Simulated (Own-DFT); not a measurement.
# Computed records: Al₃GaN₄ (wurtzite random alloy, atoms displaced)

Computed with Own-DFT development build. A calculation, not a measurement: plane-wave density functional theory by an unreviewed code, no spin, of a simulated periodic cell, stress positive in tension, run twice, with PBE and with PBEsol, both on files made for PBE, so the change isn't that of files made for PBEsol, forces on such cells passed a denser k mesh, this cell's mesh not checked; the far tail of each file's local potential was reset to the Coulomb form; each entry is a single point on an unrelaxed cell, so the pressure reflects the starting lattice, mostly measured values (interpolated for alloys), from which strain is counted, and rises with the displacements; printed positions are rounded, which can move forces by about a meV/angstrom; the program, named Own-DFT, is a retired in-house code; no spin-orbit coupling; stress was not checked against mesh or cutoff.

Entry: Al₃GaN₄ (wurtzite random alloy, atoms displaced)

```
Al3GaN4
1.0
      9.3938     0.0000     0.0000
     -4.6969     8.1352     0.0000
      0.0000     0.0000    10.0655
Al N Al N Ga Al N Al N Al Ga N Al Ga N Al N Al Ga N Al Ga N Al N Ga N Al Ga N Al N Al N Al N Al N Al N Ga Al N
2 2 2 2 1 1 2 2 2 1 1 2 1 1 2 2 2 1 1 2 1 1 2 2 2 2 2 1 1 2 2 2 2 2 2 2 2 2 2 2 1 1 2
Direct
  0.11535 0.21975 0.00008
  0.21893 0.11197 0.24587
  0.10093 0.21462 0.18676
  0.22060 0.10800 0.44910
  0.11524 0.22184 0.50177
  0.22177 0.10961 0.74744
  0.11172 0.22404 0.68610
  0.22269 0.10553 0.94552
  0.11288 0.55718 0.99887
  0.23414 0.44980 0.25602
  0.10460 0.55104 0.18819
  0.22024 0.45142 0.44081
  0.11011 0.55165 0.49843
  0.22805 0.44872 0.75002
  0.11424 0.56477 0.68860
  0.22997 0.44793 0.93914
  0.11230 0.88842 0.00108
  0.22013 0.77632 0.25095
  0.11324 0.89615 0.18809
  0.22136 0.77859 0.43854
  0.11238 0.88979 0.50282
  0.21462 0.76983 0.74494
  0.11482 0.88773 0.69121
  0.22997 0.78822 0.94391
  0.44310 0.22340 0.99730
  0.56050 0.11081 0.24789
  0.44593 0.22329 0.19219
  0.56297 0.12038 0.43920
  0.43878 0.21711 0.49825
  0.55697 0.11481 0.74491
  0.44134 0.22548 0.68951
  0.55367 0.10864 0.94129
  0.44558 0.55862 0.00008
  0.55479 0.43704 0.24619
  0.43746 0.55554 0.18552
  0.55168 0.44526 0.44465
  0.45286 0.56174 0.49851
  0.55895 0.44781 0.75197
  0.44405 0.55375 0.69307
  0.55702 0.44850 0.93896
  0.44454 0.88910 0.00034
  0.55436 0.77358 0.25309
  0.44536 0.88509 0.19259
  0.55369 0.77621 0.43769
  0.44434 0.89338 0.49998
  0.55363 0.78265 0.74872
  0.44412 0.88217 0.69256
  0.55484 0.77970 0.94131
  0.77894 0.22581 0.00125
  0.88559 0.10523 0.24878
  0.78029 0.22274 0.19353
  0.89350 0.11305 0.44184
  0.76740 0.21719 0.50103
  0.88903 0.11471 0.75117
  0.77071 0.21513 0.69402
  0.88456 0.11102 0.93468
  0.78013 0.55171 0.00154
  0.89287 0.44237 0.25157
  0.77357 0.55298 0.18977
  0.88840 0.44239 0.44048
  0.77876 0.55938 0.50269
  0.88847 0.43929 0.75564
  0.78746 0.55898 0.69301
  0.88699 0.43946 0.94052
  0.78002 0.89184 0.00151
  0.88783 0.77719 0.24990
  0.78812 0.89741 0.18802
  0.88442 0.77548 0.44237
  0.77995 0.88974 0.50187
  0.88708 0.78101 0.74654
  0.77594 0.89359 0.69318
  0.88478 0.77718 0.94274
```

| Property | Result |
| --- | --- |
| functional | PBE, then PBEsol |
| potential files | PseudoDojo norm-conserving, scalar-relativistic, standard set |
| wave cutoff | 42 hartree |
| occupations | Fermi-Dirac |
| smearing width | 0.1 eV |
| k mesh | 4 x 4 x 3 centred on Gamma |
| PBE pressure | 5.52 GPa |
| PBE stress xx | -5.63 GPa |
| PBE stress yy | -5.85 GPa |
| PBE stress zz | -5.08 GPa |
| PBE stress yz | -0.39 GPa |
| PBE stress xz | 0.39 GPa |
| PBE stress xy | -0.1 GPa |
| PBEsol pressure | 2.39 GPa |
| PBEsol stress xx | -2.53 GPa |
| PBEsol stress yy | -2.74 GPa |
| PBEsol stress zz | -1.91 GPa |
| PBEsol stress yz | -0.38 GPa |
| PBEsol stress xz | 0.41 GPa |
| PBEsol stress xy | -0.1 GPa |
| rms change of force components from PBE to PBEsol | 0.068 eV/Å |

Force:
```
force element  PBE force x (eV/Å)  PBE force y (eV/Å)  PBE force z (eV/Å)  PBEsol force x (eV/Å)  PBEsol force y (eV/Å)  PBEsol force z (eV/Å)
           Al              -1.076                 0.3               -0.45                 -1.088                  0.306                 -0.463
           Al               0.223               0.116               0.692                  0.233                  0.135                  0.716
            N                1.23               1.473               0.709                  1.211                  1.472                  0.709
            N              -0.101               0.199              -1.707                 -0.108                  0.191                   -1.7
           Al              -0.945               0.578              -0.508                 -0.937                  0.586                 -0.527
           Al              -0.172                0.18               0.631                 -0.168                  0.171                  0.642
            N              -0.069               0.056               1.205                 -0.066                  0.057                  1.207
            N              -0.476               0.865              -1.248                 -0.468                  0.851                 -1.241
           Ga               0.432               0.291               0.023                  0.432                   0.29                  0.037
           Al              -2.452              -1.326               -0.91                 -2.456                 -1.331                 -0.912
            N               1.161               -0.19               1.014                  1.186                 -0.025                  0.883
            N               1.979              -1.001               0.059                  1.982                 -1.002                  0.078
           Al              -1.057               0.863               0.343                 -1.068                  0.882                  0.342
           Al              -0.575              -0.347              -0.156                 -0.602                  -0.33                 -0.154
            N               0.296              -4.525              -0.547                   0.29                 -4.266                 -0.467
            N              -0.208              -1.151              -0.365                 -0.348                 -1.074                 -0.303
           Al              -0.564              -0.366               -0.16                 -0.568                 -0.383                 -0.168
           Ga              -0.132               0.118              -0.628                 -0.116                  0.114                 -0.611
            N               -0.54              -0.881               0.416                 -0.408                 -0.961                  0.461
            N               0.046               0.048               1.629                  0.049                  0.032                   1.44
           Al              -0.277              -0.741              -0.347                 -0.286                  -0.75                 -0.356
           Ga                0.94               2.486               1.981                  0.929                  2.428                  1.942
            N              -2.043               0.977              -0.543                 -1.864                  0.861                 -0.475
            N              -1.759              -1.507              -0.784                 -1.563                 -1.563                 -0.815
           Al               0.639              -0.071               0.204                  0.637                 -0.059                  0.203
           Al              -0.562              -0.185                0.02                 -0.566                 -0.181                  0.026
            N              -0.205              -2.234               -0.86                 -0.199                 -2.025                 -0.796
            N              -1.608              -1.783               -0.25                  -1.62                  -1.78                 -0.263
           Al               0.408               1.251               0.401                  0.427                  1.245                  0.384
           Ga              -1.361              -1.322                1.43                 -1.311                 -1.303                  1.415
            N              -0.046               0.227              -0.291                  0.093                  0.157                 -0.243
            N              -0.018                   2               0.335                 -0.015                  1.805                   0.24
           Al               0.327               0.331              -0.542                  0.332                  0.341                 -0.543
           Ga              -0.832               1.539                1.14                 -0.798                  1.506                  1.115
            N               1.207              -0.483               0.014                  1.345                 -0.362                  0.113
            N               0.836              -0.395              -0.028                  0.848                 -0.412                 -0.167
           Al              -1.227              -0.752               0.987                 -1.235                 -0.742                  0.979
           Al                0.07               0.061              -0.448                  0.094                  0.068                 -0.453
            N               0.518              -0.046              -1.104                   0.52                  0.114                 -1.054
            N               0.321              -0.565               0.519                  0.318                 -0.557                  0.526
           Ga               0.656               0.286                0.47                  0.639                  0.261                  0.439
           Ga               0.649               0.706              -1.119                   0.62                  0.686                 -1.084
            N              -0.347               1.426               0.384                 -0.342                  1.239                   0.32
            N              -0.607               0.514               1.596                 -0.476                  0.606                  1.444
           Al               0.297              -0.549              -0.114                  0.304                  -0.53                 -0.125
           Ga               1.456              -1.319               1.187                  1.407                 -1.274                  1.174
            N              -2.035               1.714              -2.217                 -1.979                   1.67                 -2.031
            N               1.357              -0.515               0.567                  1.193                 -0.412                  0.456
           Al                0.08               -1.33                0.13                  0.089                 -1.337                  0.135
           Al              -0.068               1.395               0.918                 -0.089                  1.393                  0.934
            N              -0.153              -0.214              -0.654                 -0.142                 -0.209                 -0.649
            N              -0.681               0.709              -0.459                 -0.681                   0.55                 -0.395
           Al               2.513               1.332               0.276                  2.519                  1.322                  0.288
           Al               0.341              -0.277              -0.451                  0.337                 -0.275                 -0.466
            N                1.81               1.957              -1.356                  1.608                  1.841                 -1.281
            N               0.836               0.508               1.185                  0.833                  0.506                  1.191
           Al              -0.848               0.747              -0.386                 -0.842                  0.744                 -0.389
           Al              -0.974              -0.047               0.263                 -1.001                 -0.045                  0.258
            N               1.742               0.787              -0.098                  1.581                  0.678                 -0.028
            N              -0.409               0.139               0.325                 -0.408                  0.132                  0.329
           Al               0.352              -1.099              -0.132                  0.344                 -1.106                 -0.138
           Al              -0.015               0.535              -1.198                 -0.006                  0.536                 -1.201
            N               -0.93              -0.457              -0.123                 -0.915                 -0.458                 -0.113
            N               -0.52               0.384               -0.15                 -0.373                  0.472                 -0.087
           Al              -0.426              -0.185              -0.628                 -0.442                  -0.18                 -0.632
           Al               0.231               0.138              -0.165                  0.223                  0.124                 -0.154
            N              -0.324              -1.691               0.103                 -0.431                 -1.764                  0.144
            N               1.595              -0.064               -0.69                  1.432                  0.045                 -0.623
           Ga              -0.655               0.451               0.011                 -0.643                  0.438                  0.006
           Al               0.404              -0.103               1.052                  0.406                 -0.107                  1.041
            N               1.432                0.14               0.072                   1.26                  0.055                 -0.037
            N               0.912              -0.106              -0.477                  0.905                 -0.109                 -0.475
```
